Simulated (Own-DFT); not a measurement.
# Point defects and the pressure they add: wurtzite GaN

No measurement is shown. These are fixed-geometry runs of a retired plane-wave code named Own-DFT, which no person has reviewed; spin and spin-orbit coupling are neglected.

Method: PBE; PseudoDojo norm-conserving scalar-relativistic files; cutoff 42 hartree; 4 x 4 x 3 k mesh centred on Gamma; Fermi-Dirac smearing of 0.1 eV.

Caveats (not all hold for every row): not probed for a lower state with spin; forces not confirmed at this smearing and k mesh; stress not checked against mesh or cutoff.

All runs share one cell, with vectors in Å (9.567, 0.000, 0.000); (-4.784, 8.285, 0.000); (0.000, 0.000, 10.370) and a volume of 822.0 Å³. The atoms are randomly displaced, by u rms on each axis. The defect's site can differ from row to row.

| cell | formula | u (Å) | P (GPa) |
|---|---|---|---|
| no defect | Ga36N36 | 0.0195 | 5.94 |
| no defect | Ga36N36 | 0.0196 | 5.86 |
| no defect | Ga36N36 | 0.0439 | 7.18 |
| one Ga on an N site | Ga37N35 | 0.0287 | 11.92 |
| one Ga on an N site | Ga37N35 | 0.0294 | 12.05 |
| one Ga on an N site | Ga37N35 | 0.0492 | 12.90 |
| one N on a Ga site | Ga35N37 | 0.0284 | 5.44 |
| one N on a Ga site | Ga35N37 | 0.0308 | ? |
| one N on a Ga site | Ga35N37 | 0.0473 | 6.33 |
| one N on a Ga site | Ga35N37 | 0.0486 | 6.34 |

## Fit

P = P0 + c u² + a shift for each defect gives P0 = 5.73 GPa, c = 669 ± 56 GPa/Å² and a scatter of 0.12 GPa. The shifts, and each times the cell's volume:

- one Ga on an N site: 5.65 ± 0.10 GPa, 29.0 eV
- one N on a Ga site: -0.89 ± 0.11 GPa, -4.6 eV

A positive shift means that the defect pushes the cell outwards. Shift times volume (160.2 GPa Å³ is 1 eV) depends little on the cell's size, so, taken for each site, it can be compared between cells at like pressure. The atoms around the defects weren't relaxed, which would change these numbers.

## Check

Q: what pressure belongs in the blank (one N on a Ga site, u = 0.0308 Å)?

From the fit: 5.46 ± 0.15 GPa. The hidden result is 5.68 GPa.
